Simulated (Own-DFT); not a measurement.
W32C31 (WC crystal with one vacancy, atoms displaced) (calculated)

All values are calculated (Own-DFT development build). A calculation, not a measurement: plane-wave density functional theory by an unreviewed code, no spin, of a simulated periodic cell, stress positive in tension, run twice, with PBE and with PBEsol, both on files made for PBE, so the change isn't that of files made for PBEsol, forces on such cells moved up to 12 meV/angstrom on a denser k mesh; the far tail of each file's local potential was reset to the Coulomb form; each entry is a single point on an unrelaxed cell, so the pressure reflects the starting lattice, taken from the Materials Project, from which strain is counted, and rises with the displacements; printed positions are rounded, which can move forces by about a meV/angstrom; the program, named Own-DFT, is a retired in-house code; no spin-orbit coupling; stress was not checked against mesh or cutoff.

## W32C31 (WC crystal with one vacancy, atoms displaced)

```
W32C31
1.0
      5.8332    -5.0517    -2.8394
      0.0000    -5.0517     8.5183
     -5.8332    -5.0517    -2.8394
W C W C W C W C W C W C W C W C W C W C W C W C W C W C W C W C W C W C W C W C W C W C W C W C W C W C W C W C W C W C W C
1 1 1 1 1 1 1 1 1 1 1 1 1 1 2 1 1 1 1 1 1 1 1 1 1 1 1 1 1 1 1 1 1 1 1 1 1 1 1 1 1 1 1 1 1 1 1 1 1 1 1 1 1 1 1 1 1 1 1 1 1 1
Direct
  0.69171 0.87349 0.93406
  0.68799 0.96466 0.67708
  0.37749 0.75137 0.87266
  0.37613 0.83174 0.62098
  0.19032 0.37583 0.93071
  0.18695 0.46576 0.68561
  0.06562 0.62073 0.80984
  0.07086 0.70792 0.55980
  0.93245 0.87692 0.68189
  0.92652 0.96063 0.43838
  0.87626 0.24568 0.87187
  0.87203 0.33386 0.62793
  0.74988 0.49548 0.75756
  0.74974 0.58210 0.50070
  0.62443 0.75486 0.62956
  0.56689 0.12423 0.81142
  0.56446 0.20862 0.56501
  0.43311 0.37183 0.67866
  0.44102 0.46692 0.43859
  0.31055 0.62099 0.56483
  0.30953 0.70820 0.31277
  0.18764 0.87443 0.43378
  0.18279 0.95522 0.18569
  0.25038 0.99977 0.74948
  0.25161 0.08381 0.49698
  0.12210 0.24815 0.62367
  0.12170 0.33793 0.36813
  0.99381 0.49902 0.50312
  0.00427 0.58240 0.24570
  0.86687 0.75265 0.37419
  0.87308 0.83038 0.12474
  0.80497 0.12759 0.56290
  0.81622 0.21794 0.30573
  0.68468 0.37694 0.43671
  0.68605 0.45609 0.18668
  0.56661 0.62197 0.30778
  0.57239 0.70616 0.06431
  0.44124 0.87525 0.18378
  0.43663 0.96350 0.92661
  0.50287 0.00034 0.50025
  0.49478 0.08508 0.25228
  0.38017 0.24543 0.37664
  0.36441 0.33268 0.12107
  0.25288 0.50007 0.24724
  0.24702 0.58095 0.99361
  0.12734 0.75640 0.12590
  0.11786 0.83459 0.87273
  0.06305 0.12735 0.31267
  0.06666 0.20746 0.05766
  0.93619 0.37568 0.17920
  0.93450 0.45730 0.93589
  0.81257 0.62611 0.06127
  0.81186 0.70251 0.81155
  0.75284 0.99972 0.25506
  0.74570 0.08262 0.00617
  0.61753 0.24962 0.12986
  0.62196 0.33150 0.88019
  0.50109 0.50337 0.99817
  0.49504 0.58859 0.74722
  0.30822 0.12936 0.05893
  0.31278 0.20912 0.81319
  0.00389 0.99112 0.99266
  0.99846 0.08273 0.74815
```

Here we set functional PBE, then PBEsol, potential files PseudoDojo norm-conserving, scalar-relativistic, standard set, wave cutoff 50 hartree, occupations cold (Marzari-Vanderbilt), smearing width 0.2 eV and k mesh 4 x 4 x 4 centred on Gamma.

Results for W32C31 (WC crystal with one vacancy, atoms displaced): PBE pressure 3.49 GPa; PBE stress xx -2.64 GPa; PBE stress yy -2.61 GPa; PBE stress zz -5.23 GPa; PBE stress yz 0.33 GPa; PBE stress xz -0.11 GPa; PBE stress xy -0.33 GPa; PBEsol pressure -4.46 GPa; PBEsol stress xx 5.16 GPa; PBEsol stress yy 5.19 GPa; PBEsol stress zz 3.01 GPa; PBEsol stress yz 0.33 GPa; PBEsol stress xz -0.1 GPa; PBEsol stress xy -0.32 GPa; rms change of force components from PBE to PBEsol 0.019 eV/Å.

Force:
```csv
force element,PBE force x (eV/Å),PBE force y (eV/Å),PBE force z (eV/Å),PBEsol force x (eV/Å),PBEsol force y (eV/Å),PBEsol force z (eV/Å)
W,-1.126,-0.26,0.702,-1.11,-0.25,0.687
C,-1.037,-0.106,-1.442,-1.021,-0.105,-1.425
W,-0.662,0.206,0.056,-0.639,0.211,0.054
C,-0.088,-0.248,0.238,-0.094,-0.253,0.232
W,-1.165,0.256,-0.101,-1.158,0.25,-0.103
C,0.029,1.225,-1.531,0.024,1.206,-1.509
W,-1.133,-0.379,1.908,-1.107,-0.364,1.871
C,-1.198,0.918,0.92,-1.183,0.911,0.908
W,0.444,-0.419,-1.672,0.427,-0.421,-1.651
C,0.978,-0.514,-0.539,0.959,-0.501,-0.532
W,-1.198,-0.642,0.165,-1.177,-0.631,0.178
C,0.293,0.206,-0.012,0.287,0.2,-0.01
W,0.746,1.226,1.922,0.747,1.202,1.899
C,-0.36,-0.27,0.805,-0.349,-0.261,0.802
W,0.653,1.389,-1.76,0.592,1.331,-1.784
W,-1.229,-0.004,0.865,-1.207,0.004,0.862
C,-0.096,0.57,0.346,-0.097,0.57,0.341
W,-0.759,-2.414,-0.45,-0.75,-2.388,-0.441
C,0.071,1.451,-0.943,0.077,1.428,-0.933
W,1.717,-0.797,1.932,1.688,-0.789,1.908
C,0.94,-0.574,-0.042,0.924,-0.559,-0.038
W,-0.4,-0.538,-0.002,-0.393,-0.528,-0.005
C,0.586,-1.09,0.495,0.586,-1.073,0.481
W,0.401,0.76,0.431,0.394,0.748,0.426
C,-0.466,0.076,-0.281,-0.455,0.071,-0.277
W,0.61,-0.272,0.408,0.6,-0.275,0.394
C,-0.216,-0.391,-0.936,-0.215,-0.378,-0.923
W,1.626,0.028,0.588,1.602,0.019,0.574
C,-0.641,-0.228,0.458,-0.634,-0.224,0.453
W,0.959,-0.426,-2.267,0.996,-0.45,-2.284
C,-0.075,-0.452,0.41,-0.069,-0.446,0.404
W,2.19,-0.809,-0.26,2.154,-0.798,-0.273
C,-0.945,0.68,-1.463,-0.932,0.679,-1.446
W,0.265,-0.526,-0.42,0.258,-0.513,-0.412
C,0.028,-0.002,0.447,0.019,-0.002,0.444
W,-1.191,-0.61,0.308,-1.163,-0.546,0.24
C,-0.681,0.597,1.42,-0.666,0.592,1.399
W,-0.481,0.21,0.764,-0.482,0.265,0.81
C,-0.75,-0.557,-1.456,-0.744,-0.546,-1.44
W,-0.293,1.094,1.012,-0.331,1.042,1.06
C,0.849,0.244,-1.075,0.835,0.235,-1.07
W,-0.95,0.738,2.605,-0.933,0.731,2.567
C,0.566,-1.346,-0.373,0.562,-1.325,-0.373
W,-0.738,0.487,0.444,-0.726,0.482,0.446
C,0.038,-1.314,0.11,0.045,-1.293,0.102
W,0.072,2.19,-2.149,0.069,2.164,-2.11
C,1.29,-0.028,-0.997,1.272,-0.036,-0.978
W,0.228,0.731,0.189,0.23,0.721,0.191
C,-0.633,0.44,0.227,-0.619,0.429,0.229
W,-0.338,-1.193,-0.755,-0.341,-1.188,-0.754
C,0.472,-0.149,-0.258,0.466,-0.142,-0.252
W,0.416,-0.406,-1.079,0.404,-0.388,-1.065
C,0.15,-0.403,0.843,0.134,-0.394,0.839
W,0.474,1.264,2.402,0.506,1.221,2.42
C,1.036,0.073,-0.231,1.024,0.076,-0.228
W,1.746,0.096,0.097,1.728,0.091,0.099
C,0.464,0.242,0.285,0.461,0.237,0.281
W,-0.339,1.173,-0.722,-0.338,1.151,-0.717
C,0.215,-0.452,-1.231,0.208,-0.454,-1.209
W,0.276,-0.096,-2.173,0.279,-0.1,-2.143
C,0.505,0.554,0.093,0.496,0.548,0.096
W,-2.31,-1.352,2.732,-2.281,-1.335,2.693
C,0.168,0.147,-0.008,0.163,0.143,-0.003
```
